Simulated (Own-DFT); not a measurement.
Simulation results for GaN (wurtzite, strained, atoms displaced)

A calculation, not a measurement: plane-wave PBE density functional theory by an unreviewed code, no spin, of a simulated periodic cell, stress positive in tension, free energy of the whole cell less one offset for each atom, forces on such cells passed a denser k mesh, this cell's mesh not checked; offsets are fitted by least squares, one for each functional and potential file, so energies compare only between cells with the same atoms and settings and are not formation energies; the far tail of each file's local potential was reset to the Coulomb form; each entry is a single point on an unrelaxed cell, so the pressure reflects the starting lattice, mostly measured values (interpolated for alloys), from which strain is counted, and rises with the displacements; printed positions are rounded, which can move forces by about a meV/angstrom; the program, named Own-DFT, is a retired in-house code; no spin-orbit coupling. Program: Own-DFT development build.

Common to all runs: functional PBE; potential files PseudoDojo norm-conserving, scalar-relativistic, standard set with the stringent files for Ga; wave cutoff 96 hartree; occupations Gaussian; smearing width 0.01 eV; k mesh 3 x 4 x 3 centred on Gamma.

(1) 
```xyz
96
Lattice="12.7560 0.0000 -0.1276 -4.7835 8.2853 0.0478 -0.1037 0.0000 10.3700" Properties=species:S:1:pos:R:3:force_x:R:1:force_y:R:1:force_z:R:1 formula=GaN free_energy_of_cell_above_offsets=-5.326 pressure=6.77 stress_xx=-7.3 stress_yy=-5.98 stress_zz=-7.03 stress_yz=-0.04 stress_xz=-2.68 stress_xy=-0.23
Ga     0.0690     1.8577     0.0610     -0.633     -0.405     -0.668
Ga     1.5335     0.9607     2.5404     -0.034     -0.555      0.444
N     -0.1152     1.8548     1.9523      1.506      0.244      0.268
N      1.5497     0.9318     4.5190      -0.21      0.241     -0.303
Ga    -0.0428     1.8936     5.1542     -0.529     -0.584     -0.213
Ga     1.5374     0.9722     7.7669      0.518     -1.396      0.253
N     -0.0003     1.7762     7.0847     -1.235      1.172       0.63
N      1.4897     0.9671     9.7169      0.399     -0.503      0.009
Ga    -1.6744     4.5673    10.3669     -0.847       0.78      0.915
Ga     0.0137     3.6912     2.5322     -0.973     -0.192      1.336
N     -1.6643     4.5512     2.0460      0.809       0.65      -1.46
N      0.0201     3.7112     4.5396     -2.132     -0.522     -0.714
Ga    -1.7199     4.6394     5.2313      0.838      -0.72     -1.628
Ga    -0.0432     3.6060     7.8546      0.216      0.228     -1.843
N     -1.5536     4.5531     7.1069     -1.271      0.086      1.201
N     -0.0912     3.6869     9.7333     -0.517     -0.564      0.342
Ga    -3.1884     7.3635     0.0395      0.387      0.426     -0.248
Ga    -1.6076     6.4527     2.6417     -0.489     -0.485     -2.669
N     -3.2223     7.3687     1.9626      0.715      0.406      0.485
N     -1.6235     6.4362     4.4206     -1.109      0.018      3.679
Ga    -3.2653     7.4242     5.1995      0.067     -0.973      0.255
Ga    -1.6330     6.4023     7.7208      -0.19      0.403      1.306
N     -3.2189     7.3799     7.1852     -0.094     -0.094     -0.452
N     -1.6976     6.4410     9.7982     -0.155      -0.67     -0.913
Ga     3.1142     1.8111    10.3081      0.478      0.052       0.49
Ga     4.7152     0.9226     2.5253      0.643     -0.201      -0.01
N      3.1156     1.8338     1.9348      0.529      0.225     -0.455
N      4.7648     0.8127     4.4674     -0.982      1.821      0.071
Ga     3.1222     1.8401     5.1611      0.821      0.048     -0.409
Ga     4.7023     0.9475     7.6565      0.782     -1.312      1.705
N      3.1654     1.8488     7.1566     -1.338     -0.481     -1.456
N      4.7258     0.8917     9.7065     -0.436     -0.325     -0.241
Ga     1.4506     4.5474    10.3124      2.158      1.242      0.461
Ga     3.1325     3.7081     2.6270      1.395     -0.751     -1.233
N      1.6157     4.5287     1.9356     -1.209       0.83     -1.218
N      3.1281     3.6642     4.4600      0.682       0.24       2.46
Ga     1.5043     4.5355     5.1953      1.713      2.136     -0.214
Ga     3.0338     3.5925     7.7447      1.341      1.523      0.573
N      1.5616     4.6218     7.1397      -0.89     -1.336       0.03
N      3.1388     3.6507     9.6916     -1.579     -0.035      0.162
Ga    -0.0327     7.2640     0.1107      0.865      1.466     -2.565
Ga     1.4031     6.3750     2.4894      5.274      -0.87      2.814
N      0.0355     7.2784     1.9588     -3.754       2.38     -0.185
N      1.5702     6.5103     4.5487     -0.714     -1.427     -0.362
Ga    -0.1194     7.3561     5.1810      1.441     -0.973      0.427
Ga     1.6121     6.3617     7.8038     -1.534      1.661     -0.615
N     -0.1404     7.3890     7.1367      1.298     -0.507     -0.239
N      1.5333     6.5131     9.6845      -1.35     -1.735      0.993
Ga     6.2749     1.9104    10.2579      0.576     -1.941      0.721
Ga     7.9967     0.9416     2.5286     -0.971     -1.622      0.426
N      6.3692     1.7737     1.9144     -0.338      1.079     -0.565
N      7.9880     0.9474     4.5075     -1.179     -0.842     -0.424
Ga     6.3187     1.7630     5.0936      0.377      0.286      0.009
Ga     7.8884     0.8496     7.7075     -0.005      1.734       0.65
N      6.2976     1.8113     7.0757      0.467      0.335     -0.506
N      7.9819     0.9150     9.6352     -1.332      0.257      0.287
Ga     4.6475     4.5954    10.3103      0.385      0.611      0.411
Ga     6.3791     3.6904     2.4707     -0.736     -0.868      0.219
N      4.7750     4.6138     1.9579     -0.388     -1.612     -1.216
N      6.3038     3.6649     4.4123      0.308     -0.838      0.605
Ga     4.8839     4.6331     5.1781     -2.352       0.12       0.29
Ga     6.3357     3.6487     7.6957     -0.462      0.091      0.051
N      4.6733     4.5413     7.2434      0.546      0.726     -1.989
N      6.2194     3.6767     9.6226      1.053      0.783      0.764
Ga     3.1638     7.3523     0.0106      0.712      0.857      0.143
Ga     4.7214     6.3601     2.5237      0.468      2.243      0.344
N      3.1589     7.3284     1.9271     -0.842      -0.01      0.487
N      4.7578     6.4947     4.4878      0.429     -1.112      0.563
Ga     3.2032     7.3238     5.1708     -1.261      0.643     -0.249
Ga     4.7125     6.4437     7.7318      0.077     -0.062      0.533
N      3.0614     7.4120     7.1597      1.288      -1.88     -1.201
N      4.6313     6.4433     9.7202      0.942      0.166     -0.585
Ga     9.6243     1.8202    -0.0716     -0.178      0.127     -0.371
Ga    11.1683     0.8976     2.4827     -1.283     -0.468      0.937
N      9.5265     1.7382     1.8538       0.88      1.842     -0.211
N     11.0840     0.8838     4.4789      0.488      1.966      -0.54
Ga     9.4678     1.8278     5.2034      1.196      0.405     -1.883
Ga    11.0499     0.9467     7.6250      1.143     -0.346      0.906
N      9.4766     1.8289     7.0471     -0.151       0.57      1.444
N     11.1429     0.9535     9.6668      -0.49      0.786     -1.346
Ga     7.8623     4.5713    10.2801     -0.346      1.218     -0.274
Ga     9.4767     3.6702     2.4092      1.223     -1.479       1.54
N      7.9510     4.6058     1.9009     -0.329       0.27     -1.026
N      9.5172     3.6179     4.4497     -0.479      0.893     -0.186
Ga     7.8539     4.5453     5.0512      1.396      0.809      0.616
Ga     9.4721     3.7258     7.7074      0.714     -0.672     -0.925
N      7.9047     4.6084     7.0910     -0.237      0.201     -0.837
N      9.4637     3.7053     9.6005      0.218     -0.426      0.974
Ga     6.2442     7.4555    10.2994      0.134     -1.497      0.559
Ga     8.0568     6.4229     2.5626     -2.091      0.799     -0.429
N      6.3158     7.3922     1.8861      0.855     -1.095      0.161
N      7.8558     6.4845     4.4901      1.019     -0.819      0.039
Ga     6.3109     7.4438     5.1798      0.156     -1.189     -0.937
Ga     7.9400     6.4724     7.7147      0.101     -0.097      0.024
N      6.3842     7.3755     7.0619     -1.374     -0.046      1.042
N      7.8990     6.5456     9.6575     -0.998     -1.562     -0.037
```

Units: free_energy_of_cell_above_offsets in eV; pressure, stress_xx, stress_yy, stress_zz, stress_yz, stress_xz, stress_xy in GPa; force_x, force_y, force_z in eV/Å.

(2) 
```xyz
96
Lattice="12.7560 -0.1276 0.0000 -4.8664 8.3331 0.0000 0.0000 0.0000 10.3700" Properties=species:S:1:pos:R:3:force_x:R:1:force_y:R:1:force_z:R:1 formula=GaN free_energy_of_cell_above_offsets=-5.525 pressure=6.85 stress_xx=-6.93 stress_yy=-5.15 stress_zz=-8.46 stress_yz=0.65 stress_xz=-0.41 stress_xy=-3.05
Ga    -0.0433     1.8471     0.0639      0.951     -0.644      -0.25
Ga     1.5802     0.9291     2.6585      0.755      -0.52     -1.518
N     -0.0296     1.7451     2.0157     -0.615      1.406     -0.318
N      1.5233     0.8023     4.5414      0.735      1.996       0.78
Ga    -0.0310     1.8124     5.1135     -0.546      0.113      0.685
Ga     1.5839     0.9888     7.7960      0.795     -1.782      0.959
N      0.0674     1.8448     7.1650     -1.717      0.005      -0.96
N      1.6553     0.8805     9.8191     -2.182     -0.862     -1.346
Ga    -1.5985     4.5908     0.0437     -0.055      0.149     -0.608
Ga    -0.0688     3.7265     2.6021      1.561     -1.531      0.048
N     -1.5922     4.5848     2.0027      -1.59      0.223     -0.585
N     -0.0955     3.7226     4.5456      0.594     -0.614     -0.004
Ga    -1.6518     4.6480     5.1865     -0.489      0.075      0.355
Ga    -0.0283     3.6690     7.7684     -0.827      0.277     -0.177
N     -1.6210     4.6613     7.1186       0.04     -0.436       0.55
N     -0.0001     3.6967     9.7049     -1.204     -0.798       0.33
Ga    -3.3147     7.2456     0.0286      1.485      1.986      0.202
Ga    -1.6972     6.3883     2.6503      0.373      1.647     -1.066
N     -3.2819     7.3901     1.9659      0.327     -0.619      0.413
N     -1.6872     6.5981     4.5715     -0.923     -2.944     -0.918
Ga    -3.2698     7.3702     5.1650     -0.485      0.171      1.363
Ga    -1.6433     6.5252     7.8038      0.272     -0.928     -0.016
N     -3.2471     7.2887     7.1553      0.883      2.486     -0.671
N     -1.6219     6.4180     9.7546     -1.113     -0.315     -0.048
Ga     3.1635     1.7608     0.0410      0.607      0.911      0.231
Ga     4.8254     0.7655     2.5972     -0.437      1.757     -1.011
N      3.2093     1.7691     1.9310     -0.192      0.258      1.632
N      4.7875     0.8426     4.4799      -0.62      0.496      1.747
Ga     3.1446     1.8637     5.2056      0.283     -0.974     -1.427
Ga     4.8097     0.9720     7.7763     -0.709     -1.007      0.693
N      3.1620     1.8621     7.0918      0.635     -0.513       0.81
N      4.7568     0.8986     9.7859      0.436     -0.212     -1.178
Ga     1.5144     4.6125    10.3257      1.115      0.281      0.788
Ga     3.1471     3.6839     2.6128     -0.395      -1.06     -1.068
N      1.5536     4.5371     1.8973     -0.431      0.723      0.925
N      3.1999     3.6727     4.5063     -1.458     -0.396      0.976
Ga     1.5375     4.5492     5.2164      0.273      0.527     -1.205
Ga     3.2080     3.6607     7.7757     -1.396      0.139      0.882
N      1.5202     4.5159     7.0907      1.216      1.142      1.173
N      3.1374     3.6676     9.8127     -0.612     -0.774     -1.721
Ga    -0.0804     7.3446    10.2925      0.467      0.903      1.347
Ga     1.4845     6.4318     2.6899      0.921     -0.563     -2.873
N     -0.0399     7.3499     1.9517     -0.844     -1.379     -0.408
N      1.5038     6.4356     4.5018     -0.558     -0.419      2.665
Ga    -0.1704     7.3510     5.1672      2.656      1.155      1.304
Ga     1.5785     6.4123     7.7876     -1.496     -0.211      0.126
N     -0.0780     7.4433     7.1863       0.65     -0.453     -0.666
N      1.5433     6.4842     9.7568     -0.313     -0.963      -0.81
Ga     6.3761     1.8127     0.0023     -0.033     -1.955      0.925
Ga     7.9966     0.7874     2.6114     -0.864      0.161     -0.891
N      6.4144     1.7221     1.9424     -0.226      0.565      0.438
N      8.0670     0.8299     4.4750     -1.918     -0.201       1.88
Ga     6.3296     1.7371     5.2184      1.157      0.297     -0.993
Ga     7.9438     0.8887     7.8702      0.886     -0.958     -1.054
N      6.4456     1.7746     7.1837     -1.258      0.375     -0.893
N      7.9717     0.8049     9.7320      0.031      0.536      0.804
Ga     4.7176     4.4974    10.3383      0.621      0.058      1.402
Ga     6.3101     3.6364     2.5594      0.291     -1.072      0.209
N      4.7118     4.5015     1.9923       0.91      1.506     -0.955
N      6.3304     3.6570     4.5587      0.063     -0.891     -0.401
Ga     4.7491     4.5483     5.1666      0.135      1.182     -0.254
Ga     6.2334     3.5959     7.7742      2.328      0.413      0.564
N      4.7500     4.5119     7.1247     -0.228      1.529      -0.07
N      6.3449     3.5489     9.7974     -0.037      1.886     -1.654
Ga     3.1274     7.3160     0.0276     -0.041      0.198      0.343
Ga     4.8289     6.4803     2.5403     -3.309     -2.348      1.291
N      3.1394     7.3033     1.9540      0.043     -0.221       0.13
N      4.6411     6.4520     4.5090      1.331     -0.965      0.557
Ga     3.0857     7.2991     5.2252      0.365      0.925     -0.369
Ga     4.7221     6.4895     7.8299      0.389      -0.96     -0.802
N      3.0947     7.3220     7.2019      0.761      0.655     -0.773
N      4.6818     6.3216     9.7485      0.609      0.798      0.013
Ga     9.5321     1.8106    10.3499      0.067     -1.668      0.164
Ga    11.0670     0.7868     2.6358      0.594      0.437     -0.807
N      9.5061     1.7340     1.9032      0.986      0.242      0.245
N     11.0939     0.7728     4.5087       0.31      0.671      1.286
Ga     9.5065     1.8397     5.1866      0.689     -3.176      0.857
Ga    11.1744     0.8312     7.8587     -0.189     -0.174     -2.378
N      9.5089     1.7508     7.1154      1.024     -0.247      0.875
N     11.1377     0.7437     9.7003     -0.026      0.741      1.712
Ga     7.9638     4.5240     0.0056     -0.649     -0.942     -1.723
Ga     9.5188     3.5443     2.6083     -0.594      0.205     -0.079
N      7.9045     4.5245     1.8080      0.617      0.009      3.652
N      9.4989     3.5130     4.5895      0.152      3.605     -1.628
Ga     7.8819     4.5488     5.2298      0.488     -0.401     -1.484
Ga     9.5221     3.5713     7.8108      0.374      0.332     -1.287
N      7.9788     4.4682     7.0459     -0.968      0.407       2.91
N      9.5316     3.5687     9.7109      0.443      0.856      0.462
Ga     6.2711     7.2669     0.0344      0.469     -0.273     -0.472
Ga     7.8930     6.3521     2.6229      0.402       -0.2     -0.091
N      6.3215     7.2856     1.9815      1.538      0.927     -1.094
N      7.8980     6.3905     4.5999     -0.204     -0.896     -1.041
Ga     6.3289     7.2921     5.2335     -1.303      0.292     -1.303
Ga     8.0126     6.3405     7.7749     -2.221     -0.886      0.021
N      6.3348     7.3075     7.0814      0.224     -0.016      2.255
N      7.9092     6.2886     9.7321     -1.049      0.731     -0.629
```

Units: free_energy_of_cell_above_offsets in eV; pressure, stress_xx, stress_yy, stress_zz, stress_yz, stress_xz, stress_xy in GPa; force_x, force_y, force_z in eV/Å.

(3) 
```xyz
96
Lattice="12.7560 -0.1276 0.0000 -4.8664 8.3331 0.0000 0.0000 0.0000 10.3700" Properties=species:S:1:pos:R:3:force_x:R:1:force_y:R:1:force_z:R:1 formula=GaN free_energy_of_cell_above_offsets=-4.985 pressure=6.93 stress_xx=-7.08 stress_yy=-6.61 stress_zz=-7.1 stress_yz=-0.48 stress_xz=-0.1 stress_xy=-2.23
Ga    -0.0226     1.8120     0.0253      0.032          1      0.118
Ga     1.5346     0.9352     2.5372      1.888     -0.415      1.048
N      0.0300     1.8901     1.9932     -1.685     -0.641     -0.998
N      1.5311     0.8809     4.5518      0.715      1.062      0.051
Ga    -0.0911     1.8670     5.2619      2.268     -0.591     -2.289
Ga     1.5067     0.8719     7.7299      0.705      0.969      0.406
N     -0.0783     1.8087     7.0519      0.888      0.536      3.386
N      1.5990     0.9246     9.7477     -0.851       0.05     -1.113
Ga    -1.6679     4.6784    10.3283      0.217     -1.896      1.384
Ga    -0.0511     3.6947     2.5753       0.18      0.426      0.618
N     -1.6050     4.7262     1.9872     -0.732     -2.589     -1.176
N     -0.0268     3.5819     4.5796     -0.278      2.291     -0.605
Ga    -1.6329     4.6213     5.2616      0.349      0.185     -1.909
Ga    -0.0524     3.6299     7.7814      0.313      0.738       0.05
N     -1.6310     4.6531     7.1290     -0.311     -0.952      1.179
N     -0.0346     3.7228     9.7887     -0.683     -0.751     -1.251
Ga    -3.3071     7.4531    10.3145      0.453     -1.059      1.214
Ga    -1.6761     6.4714     2.5285     -0.389      1.141      0.807
N     -3.2355     7.4014     1.9367     -1.362      0.104     -0.232
N     -1.6963     6.4740     4.4727      0.549     -0.283      0.941
Ga    -3.2306     7.4116     5.1139     -0.931     -0.372      0.262
Ga    -1.6995     6.4122     7.8240      0.094       1.25     -1.044
N     -3.3001     7.4319     7.1096      1.029     -0.941      0.133
N     -1.7070     6.4043     9.7305      0.046      2.159     -0.441
Ga     3.2012     1.7880    10.3238      0.011      1.066      1.029
Ga     4.8321     0.8815     2.5866     -1.223     -0.235     -1.408
N      3.2356     1.7784     1.9208     -0.812      0.535      0.282
N      4.8115     0.9061     4.4540     -0.917     -0.471      1.757
Ga     3.2508     1.8310     5.2311     -1.552     -0.295     -0.741
Ga     4.7908     0.9280     7.7236     -0.181     -0.628      0.896
N      3.1663     1.8687     7.2315     -0.176     -1.162     -1.122
N      4.8038     0.8954     9.7631     -0.214     -0.103      -1.59
Ga     1.5456     4.6231    10.3047      0.179     -0.378       1.01
Ga     3.1921     3.7512     2.5780     -2.788     -2.831      1.027
N      1.5620     4.5213     1.8769     -0.272       1.17      0.991
N      3.1758     3.6679     4.6005      0.143      0.073     -0.593
Ga     1.5786     4.5729     5.1722     -0.829     -0.036     -0.458
Ga     3.1517     3.6802     7.7705     -0.039      0.645      0.122
N      1.5852     4.6368     7.0685     -0.473     -0.572      1.677
N      3.1177     3.6930     9.7149      0.072     -0.738     -0.454
Ga    -0.1264     7.4170    10.3160      0.435     -0.695       0.63
Ga     1.4015     6.4213     2.6346      1.189      -0.08     -1.204
N     -0.1367     7.3585     1.8781      1.009      0.554      0.441
N      1.4515     6.4093     4.5520      0.323      0.438      0.219
Ga    -0.1568     7.4340     5.1916      0.645     -1.096     -0.616
Ga     1.4619     6.4385     7.8392      0.973      -0.18      -1.13
N     -0.0604     7.3350     7.1143     -0.969      1.039      0.724
N      1.5649     6.4777     9.7742     -3.355     -1.204     -1.669
Ga     6.4156     1.7569    10.3063     -0.767      0.823      1.083
Ga     7.9698     0.9376     2.5612     -1.074     -1.825      0.312
N      6.3300     1.8303     1.9261      1.418     -0.418     -0.407
N      7.9586     0.8256     4.5191     -0.195      0.295      0.226
Ga     6.2955     1.7527     5.2392       1.89      0.475     -1.816
Ga     7.9464     0.7507     7.8320      0.431      2.235     -0.835
N      6.3519     1.8646     7.0663      0.409     -0.778      2.126
N      7.9599     0.8711     9.7468      0.221      -1.24     -0.301
Ga     4.7041     4.5477    10.3292      0.477     -0.407      0.894
Ga     6.4270     3.5836     2.6499     -1.928      0.391     -0.691
N      4.6717     4.4121     1.9318      3.948      3.065     -0.676
N      6.2868     3.6387     4.5355      0.516     -0.527      0.763
Ga     4.7634     4.5719     5.2262     -0.169       0.45     -0.239
Ga     6.3328     3.6698     7.8173      1.205      -1.04     -0.149
N      4.8557     4.5237     7.1851     -2.336      0.907     -1.052
N      6.3433     3.6317     9.7006     -0.661     -0.628      0.724
Ga     3.0554     7.2257    10.3194      3.336      2.247      1.649
Ga     4.6883     6.3991     2.6244     -0.744     -0.171     -1.396
N      3.0695     7.3578     1.8905      0.156     -0.321      0.932
N      4.7037     6.4954     4.5451     -0.187     -1.647      0.111
Ga     3.1240     7.2993     5.2219     -1.212      0.863     -0.832
Ga     4.7542     6.3417     7.8130     -0.232      1.028     -0.641
N      3.0869     7.3905     7.1238      0.219     -2.292      0.641
N      4.7406     6.3473     9.7099      -0.13      0.955      0.826
Ga     9.5527     1.7419    10.3488     -0.451      0.213      0.422
Ga    11.1137     0.8227     2.5416      1.335      0.532      1.223
N      9.5706     1.7014     1.9492     -0.099      1.801     -0.412
N     11.2031     0.8644     4.6199      -0.42      -2.21     -2.427
Ga     9.6487     1.6290     5.1388     -2.662      1.934      1.033
Ga    11.1641     0.7981     7.8058     -1.077     -0.434     -0.237
N      9.5597     1.6813     7.1142     -0.347      0.904      0.503
N     11.0832     0.8706     9.7498      1.719     -1.338     -0.022
Ga     7.8642     4.4591     0.0611      1.087      0.694      -0.87
Ga     9.5028     3.6051     2.6031      0.943       0.33      0.087
N      7.8984     4.5542     1.9485      0.541     -0.615      0.426
N      9.5345     3.6496     4.5507     -0.454     -1.145      0.256
Ga     7.8827     4.4782     5.2410      0.654      0.028     -0.224
Ga     9.4401     3.6231     7.8133      1.034      -1.33     -1.093
N      7.9101     4.5970     7.2115      0.252     -1.627     -1.014
N      9.5212     3.5520     9.7063     -0.414      0.832          1
Ga     6.4079     7.2791     0.0354     -2.429      0.883     -0.399
Ga     7.8536     6.3485     2.6085      0.954      0.844      0.142
N      6.2989     7.3659     1.9597     -0.062     -1.265      0.349
N      7.8439     6.2960     4.5899      0.652      0.575     -0.712
Ga     6.3064     7.3002     5.0885      0.659      0.587      1.855
Ga     7.9317     6.3465     7.7520     -0.671      1.366      1.032
N      6.3382     7.2717     7.2048     -0.314      0.361     -0.991
N      7.8696     6.3423     9.8301      1.296     -0.596     -1.536
```

Units: free_energy_of_cell_above_offsets in eV; pressure, stress_xx, stress_yy, stress_zz, stress_yz, stress_xz, stress_xy in GPa; force_x, force_y, force_z in eV/Å.
